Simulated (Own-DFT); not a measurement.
## Calculated data, Si$_{3}$N$_{4}$ (beta silicon nitride, atoms displaced)

All values are calculated (Own-DFT development build). A calculation, not a measurement: plane-wave PBE density functional theory by an unreviewed code, no spin, of a simulated periodic cell, stress positive in tension, free energy of the whole cell less one offset for each atom, forces on such cells moved up to 12 meV/angstrom on a denser k mesh; offsets are fitted by least squares, one for each functional and potential file, so energies compare only between cells with the same atoms and settings and are not formation energies; the far tail of each file's local potential was reset to the Coulomb form; each entry is a single point on an unrelaxed cell, so the pressure reflects the starting lattice, mostly measured values (interpolated for alloys), from which strain is counted, and rises with the displacements; printed positions are rounded, which can move forces by about a meV/angstrom; the program, named Own-DFT, is a retired in-house code; no spin-orbit coupling; before rounding, a Quantum ESPRESSO 7.3.1 run of the same cell and cutoff gave forces within 1 meV/angstrom rms on each cell, which checks the program and not the settings.

```yaml
- formula: Si3N4
  kind: "beta silicon nitride, atoms displaced"
  structure:
    cell_angstrom: [[15.212, 0.0, 0.0], [-7.606, 13.174, 0.0], [0.0, 0.0, 5.818]]
    atoms_fractional:
      - [Si, 0.0858, 0.38477, 0.12424]
      - [Si, 0.11586, 0.20278, 0.11189]
      - [Si, 0.29904, 0.4124, 0.1187]
      - [Si, 0.41404, 0.11598, 0.37674]
      - [Si, 0.38812, 0.30114, 0.37403]
      - [Si, 0.20159, 0.08571, 0.37509]
      - ["N", 0.16689, 0.01555, 0.12558]
      - ["N", 0.48368, 0.15149, 0.12413]
      - ["N", 0.34864, 0.33281, 0.12061]
      - ["N", 0.33374, 0.48573, 0.3699]
      - ["N", 0.01525, 0.35172, 0.36996]
      - ["N", 0.15166, 0.16766, 0.37812]
      - ["N", 0.16786, 0.33094, 0.12745]
      - ["N", 0.33352, 0.16883, 0.37326]
      - [Si, 0.08709, 0.38531, 0.62204]
      - [Si, 0.11778, 0.20275, 0.63004]
      - [Si, 0.29635, 0.41082, 0.62537]
      - [Si, 0.4156, 0.11778, 0.87888]
      - [Si, 0.38449, 0.29808, 0.8759]
      - [Si, 0.2032, 0.08697, 0.8698]
      - ["N", 0.16352, 0.01462, 0.62454]
      - ["N", 0.48322, 0.1501, 0.62351]
      - ["N", 0.34909, 0.33492, 0.62193]
      - ["N", 0.33361, 0.48561, 0.87972]
      - ["N", 0.01551, 0.34984, 0.87162]
      - ["N", 0.15116, 0.16637, 0.87358]
      - ["N", 0.16725, 0.33429, 0.62833]
      - ["N", 0.33065, 0.16357, 0.87635]
      - [Si, 0.08786, 0.8842, 0.1219]
      - [Si, 0.11482, 0.70082, 0.1301]
      - [Si, 0.2979, 0.91285, 0.12185]
      - [Si, 0.41042, 0.61268, 0.37833]
      - [Si, 0.38382, 0.79662, 0.37492]
      - [Si, 0.20216, 0.58662, 0.37851]
      - ["N", 0.16685, 0.51567, 0.12628]
      - ["N", 0.48678, 0.65147, 0.12466]
      - ["N", 0.34847, 0.83371, 0.12699]
      - ["N", 0.33391, 0.9837, 0.37564]
      - ["N", 0.01778, 0.85087, 0.37613]
      - ["N", 0.1504, 0.66445, 0.37226]
      - ["N", 0.16749, 0.83223, 0.12111]
      - ["N", 0.33252, 0.66545, 0.38063]
      - [Si, 0.08378, 0.88228, 0.63049]
      - [Si, 0.11669, 0.70373, 0.62843]
      - [Si, 0.29901, 0.9127, 0.62723]
      - [Si, 0.41352, 0.61671, 0.8709]
      - [Si, 0.38415, 0.79649, 0.87343]
      - [Si, 0.20279, 0.58534, 0.87896]
      - ["N", 0.16411, 0.51634, 0.6199]
      - ["N", 0.48584, 0.65107, 0.6246]
      - ["N", 0.34796, 0.83518, 0.62145]
      - ["N", 0.33281, 0.98439, 0.87937]
      - ["N", 0.01355, 0.84833, 0.87411]
      - ["N", 0.1514, 0.66716, 0.87442]
      - ["N", 0.1695, 0.83583, 0.6263]
      - ["N", 0.33331, 0.66965, 0.87288]
      - [Si, 0.58679, 0.38337, 0.13142]
      - [Si, 0.61579, 0.20206, 0.12576]
      - [Si, 0.79756, 0.41136, 0.12353]
      - [Si, 0.91492, 0.11603, 0.37004]
      - [Si, 0.88725, 0.29937, 0.37683]
      - [Si, 0.70178, 0.08758, 0.37731]
      - ["N", 0.66599, 0.01747, 0.13046]
      - ["N", 0.98493, 0.1498, 0.12802]
      - ["N", 0.84674, 0.33256, 0.12601]
      - ["N", 0.83305, 0.48439, 0.37662]
      - ["N", 0.51855, 0.35143, 0.37391]
      - ["N", 0.65043, 0.165, 0.37534]
      - ["N", 0.66726, 0.33429, 0.13178]
      - ["N", 0.83365, 0.16605, 0.37267]
      - [Si, 0.58632, 0.38525, 0.62791]
      - [Si, 0.61457, 0.202, 0.62446]
      - [Si, 0.79652, 0.41082, 0.62619]
      - [Si, 0.91144, 0.11564, 0.87069]
      - [Si, 0.88425, 0.29769, 0.87726]
      - [Si, 0.70265, 0.08664, 0.87288]
      - ["N", 0.66451, 0.01371, 0.62281]
      - ["N", 0.98268, 0.14999, 0.62796]
      - ["N", 0.8501, 0.33363, 0.627]
      - ["N", 0.83191, 0.48217, 0.8752]
      - ["N", 0.51513, 0.34921, 0.87743]
      - ["N", 0.6508, 0.1676, 0.87145]
      - ["N", 0.66577, 0.33255, 0.62477]
      - ["N", 0.83345, 0.16474, 0.86769]
      - [Si, 0.5834, 0.88332, 0.1258]
      - [Si, 0.61604, 0.70214, 0.12314]
      - [Si, 0.79784, 0.91438, 0.12743]
      - [Si, 0.91201, 0.61664, 0.37214]
      - [Si, 0.88777, 0.79942, 0.37606]
      - [Si, 0.70314, 0.58804, 0.37257]
      - ["N", 0.66655, 0.51558, 0.12296]
      - ["N", 0.98421, 0.65151, 0.12312]
      - ["N", 0.85146, 0.83426, 0.12864]
      - ["N", 0.83455, 0.9848, 0.36693]
      - ["N", 0.51467, 0.84882, 0.37573]
      - ["N", 0.64991, 0.66769, 0.37704]
      - ["N", 0.66951, 0.8347, 0.12747]
      - ["N", 0.83315, 0.66682, 0.37448]
      - [Si, 0.58629, 0.88269, 0.62888]
      - [Si, 0.61554, 0.70307, 0.62291]
      - [Si, 0.79802, 0.91425, 0.62365]
      - [Si, 0.91251, 0.61517, 0.87413]
      - [Si, 0.88463, 0.79652, 0.87205]
      - [Si, 0.69912, 0.58524, 0.87324]
      - ["N", 0.66678, 0.51731, 0.62839]
      - ["N", 0.9845, 0.6494, 0.62094]
      - ["N", 0.8481, 0.83365, 0.62656]
      - ["N", 0.83057, 0.98336, 0.8775]
      - ["N", 0.51683, 0.84917, 0.87381]
      - ["N", 0.65115, 0.66628, 0.8792]
      - ["N", 0.66775, 0.83279, 0.61992]
      - ["N", 0.83235, 0.66523, 0.87116]
  settings:
    functional: PBE
    potential_files: "PseudoDojo norm-conserving, scalar-relativistic, standard set"
    "wave_cutoff [hartree]": 42.0
    occupations: Fermi-Dirac
    "smearing_width [eV]": 0.1
    k_mesh: "2 x 2 x 4 centred on Gamma"
  results:
    "free_energy_of_cell_above_offsets [eV]": "-19.724"
    "pressure [GPa]": 5.43
    "stress_xx [GPa]": -5.2
    "stress_yy [GPa]": -4.27
    "stress_zz [GPa]": -6.83
    "stress_yz [GPa]": 0.19
    "stress_xz [GPa]": 0.45
    "stress_xy [GPa]": -0.21
    force_element: [Si, Si, Si, Si, Si, Si, "N", "N", "N", "N", "N", "N", "N", "N", Si, Si, Si, Si, Si, Si, "N", "N", "N", "N", "N", "N", "N", "N", Si, Si, Si, Si, Si, Si, "N", "N", "N", "N", "N", "N", "N", "N", Si, Si, Si, Si, Si, Si, "N", "N", "N", "N", "N", "N", "N", "N", Si, Si, Si, Si, Si, Si, "N", "N", "N", "N", "N", "N", "N", "N", Si, Si, Si, Si, Si, Si, "N", "N", "N", "N", "N", "N", "N", "N", Si, Si, Si, Si, Si, Si, "N", "N", "N", "N", "N", "N", "N", "N", Si, Si, Si, Si, Si, Si, "N", "N", "N", "N", "N", "N", "N", "N"]
    "force_x [eV/angstrom]": [1.889, -0.127, -1.164, -1.839, -0.473, 0.223, -0.505, 1.379, 0.296, 0.33, 0.411, -0.061, -1.203, 0.668, 0.585, -1.507, -0.637, -1.724, 0.359, 0.004, -0.212, 0.931, 0.828, 0.247, -0.337, 0.834, -0.522, 0.908, 0.698, -0.19, -0.675, 0.55, -0.114, 0.367, -0.257, -1.184, 0.843, 0.357, -0.481, -0.278, -0.593, 0.066, 2.024, -0.276, -1.37, -0.208, -0.657, -0.448, 0.05, -0.482, 1.738, 0.726, 0.288, 0.501, -1.069, 0.871, 1.217, -0.241, -1.097, -1.154, -1.087, 1.248, -0.537, 0.443, 1.131, 0.427, -1.511, -0.752, -0.053, -0.072, 1.381, -0.2, -0.517, 0.357, 0.21, 0.104, -0.293, 1.599, -0.039, 0.506, -0.326, 0.496, -0.334, -1.182, 2.553, -0.267, 0.353, 0.011, -0.701, -0.097, -0.505, 0.35, -0.313, 0.367, -0.519, 1.073, -1.626, -0.075, 1.222, 0.493, -0.348, -0.504, -1.073, 1.28, -0.543, 0.35, 0.538, 0.575, -1.502, -0.255, -0.728, -0.206]
    "force_y [eV/angstrom]": [-0.341, -0.105, -0.275, -0.562, -1.65, 1.15, -0.352, 0.395, 0.63, -1.64, 0.277, -0.527, 1.44, -0.148, -0.205, 0.293, 1.32, -1.158, -1.53, -0.572, -0.422, 0.253, 0.091, 0.182, 0.168, -0.744, -0.339, 1.835, -0.079, 0.952, -0.332, 1.685, -0.331, 0.81, -0.623, -0.735, -0.077, 0.797, -0.226, -0.001, -0.023, 0.247, 0.676, 0.507, 0.847, 0.431, 1.013, 1.264, -0.853, -0.526, -0.758, 1.019, 0.271, -0.988, -0.91, -1.771, 0.843, 0.84, 0.75, -0.282, -1.744, 0.089, -1.129, 0.188, -0.198, -0.057, -0.335, 0.186, -0.938, 0.718, 0.256, 0.665, 0.379, -0.755, -1.115, 0.005, 0.163, 0.473, 0.321, 0.8, 0.064, -0.772, 0.042, 1.225, 0.681, 1.485, -1.525, -0.553, -0.766, 0.444, -0.625, -0.252, 0.58, 0.863, -0.059, -1.224, -0.556, 0.541, 0.179, 0.517, -0.401, -0.262, -0.762, 1.393, -1.323, 0.142, 0.351, 0.991, -0.427, -0.271, 0.362, 0.044]
    "force_z [eV/angstrom]": [-0.599, 3.114, 1.285, -0.479, -0.259, -0.012, -0.722, 0.733, 0.711, 0.735, 0.664, -0.964, -0.321, 0.182, 0.064, -1.721, -0.366, -0.887, -0.723, 0.831, 0.119, 0.634, 0.483, -1.651, 0.382, -0.207, -0.044, -0.208, 0.501, -1.17, 1.036, -1.01, 0.029, -0.946, 0.106, 0.059, -0.649, -0.141, -0.238, 1.041, 0.207, -0.172, -0.978, -0.738, -0.172, 1.152, 0.079, -0.92, 1.542, -0.092, 0.696, -0.868, 0.614, 0.637, 0.022, 0.085, -1.567, -0.134, 0.746, 1.119, -0.222, -0.092, -1.17, -1.842, 0.122, -0.323, 1.09, 0.129, -0.276, 0.03, 0.137, -0.317, -0.4, 1.117, -0.216, 0.431, 0.564, -0.742, -0.231, -0.047, 0.078, 0.561, 0.112, 0.372, 0.431, 0.688, -0.863, 0.286, 0.004, 0.302, 0.532, 0.114, -0.759, 1.925, 0.404, -0.489, -0.219, -0.021, -1.28, 0.784, -0.167, -0.463, 0.932, 0.711, -1.284, 0.481, -0.396, -0.723, 0.334, -1.181, 0.309, 0.093]
```
